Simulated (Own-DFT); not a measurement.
# What random displacements cost in beta-Si3N4, 112 atoms (N64Si48)

These are calculations, not measurements. The program, named Own-DFT, is a retired in-house plane-wave density functional code that no person has reviewed. Each row is one single-point run on a periodic cell that was not relaxed, without spin or spin-orbit coupling.

Settings of every run: PBEsol; PseudoDojo norm-conserving scalar-relativistic files, made for PBE; cutoff 42 hartree; 2 x 2 x 4 k mesh centred on Gamma; Fermi-Dirac smearing of 0.1 eV.

Known limits, some of them of some rows only: some atoms lie very close together; forces on such cells moved up to 12 meV/angstrom on a denser k mesh; stress not checked against mesh or cutoff.

Cell vectors in Å: (15.212, 0.000, 0.000); (-7.606, 13.174, 0.000); (0.000, 0.000, 5.818). In each run every atom was moved at random and independently from its ideal site; u is the rms move along one axis. E is the free energy for each atom above the fitted value at u = 0, and F the rms of the force components.

```
run,u (Å),E (meV/atom),F (eV/Å),largest force (eV/Å),P (GPa)
1,0.0204,19.5,0.876,2.87,3.17
2,0.0205,19.3,0.848,3.09,3.17
3,0.0480,111.2,1.977,8.09,5.27
4,0.0493,102.6,1.875,6.11,5.35
5,0.0969,441.8,4.265,20.43,13.96
6,0.0982,?,?,?,?
7,0.1016,474.5,4.538,26.66,13.63
8,0.1481,1005.5,7.021,34.34,27.98
```

## Worked fit

For small independent moves the energy grows as E = (3/2) K u², with K the mean stiffness felt by one atom. The runs with u up to 0.11 Å give K = 30.7 ± 0.8 eV/Å², with residuals divided by u² + 0.0006 Å², since the noise grows with the moves. The scatter is 5.7 meV/atom at u = 0.05 Å. The forces follow F = G u with G = 42.1 eV/Å²; no force at u = 0 is resolved. G exceeds K because the moves of its neighbours add to the force on an atom, and stiffness differs between atoms. At u = 0.148 Å the parabola gives 1010 meV/atom and the run 1005. The pressure follows P = 2.70 + 1122 u² GPa: at fixed volume, shortened bonds push harder than stretched ones pull.

## Withheld run

Question: what energy and rms force should run 6 give?

The fit gives 444 ± 22 meV/atom and about 4.13 eV/Å. The calculation gave 405.5 meV/atom and 4.177 eV/Å.
